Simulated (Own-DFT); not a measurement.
# One host, several defects: D0_22 TiAl3

No measurement is shown. These are fixed-geometry runs of a retired plane-wave code named Own-DFT, which no person has reviewed; spin and spin-orbit coupling are neglected.

Common settings: PBE; PseudoDojo norm-conserving scalar-relativistic files; cutoff 42 hartree; 4 x 4 x 4 k mesh centred on Gamma; cold (Marzari-Vanderbilt) smearing of 0.2 eV.

Known weak points: forces on such cells failed a check on a denser k mesh; stress not checked against mesh or cutoff.

All runs share one cell, with vectors in Å (-2.365, -6.981, 4.326); (-7.667, 3.491, 1.442); (-2.950, -3.488, -7.241) and a volume of 625.4 Å³. The atoms are randomly displaced, by u rms on each axis. The defect's site can differ from row to row.

| cell | formula | u (Å) | P (GPa) |
|---|---|---|---|
| no defect | Al30Ti10 | 0.0207 | 1.98 |
| no defect | Al30Ti10 | 0.0473 | 2.46 |
| no defect | Al30Ti10 | 0.0510 | 2.63 |
| two Ti on an Al site each | Al28Ti12 | 0.0305 | 3.41 |
| two Ti on an Al site each | Al28Ti12 | 0.0326 | 3.39 |
| two Ti on an Al site each | Al28Ti12 | 0.0491 | 3.81 |
| two Al on a Ti site each | Al32Ti8 | 0.0286 | 2.90 |
| two Al on a Ti site each | Al32Ti8 | 0.0302 | 2.91 |
| two Al on a Ti site each | Al32Ti8 | 0.0479 | ? |
| two Al on a Ti site each | Al32Ti8 | 0.0482 | 3.35 |
| two Al vacancies | Al28Ti10 | 0.0300 | 1.27 |
| two Al vacancies | Al28Ti10 | 0.0432 | 1.52 |
| two Al vacancies | Al28Ti10 | 0.0553 | 1.78 |

## Fit

P = P0 + c u² + a shift for each defect gives P0 = 1.87 GPa, c = 277 ± 13 GPa/Å² and a scatter of 0.04 GPa. The shifts, and each times the cell's volume:

- two Ti on an Al site each: 1.26 ± 0.03 GPa, 4.9 eV (2.5 eV for each of its 2 sites)
- two Al on a Ti site each: 0.81 ± 0.03 GPa, 3.2 eV (1.6 eV for each of its 2 sites)
- two Al vacancies: -0.89 ± 0.03 GPa, -3.5 eV (-1.7 eV for each of its 2 sites)

Positive is outwards. The product with the volume (160.2 GPa Å³ to the eV) is nearly free of the cell's size; divided by the bulk modulus at the cell's pressure it gives the volume that the defect adds. The atoms around the defects weren't relaxed, which would change these numbers.

## The run left out

Asked: what pressure belongs in the blank (two Al on a Ti site each, u = 0.0479 Å)?

Estimate: 3.31 ± 0.04 GPa. The calculation gave 3.33 GPa.
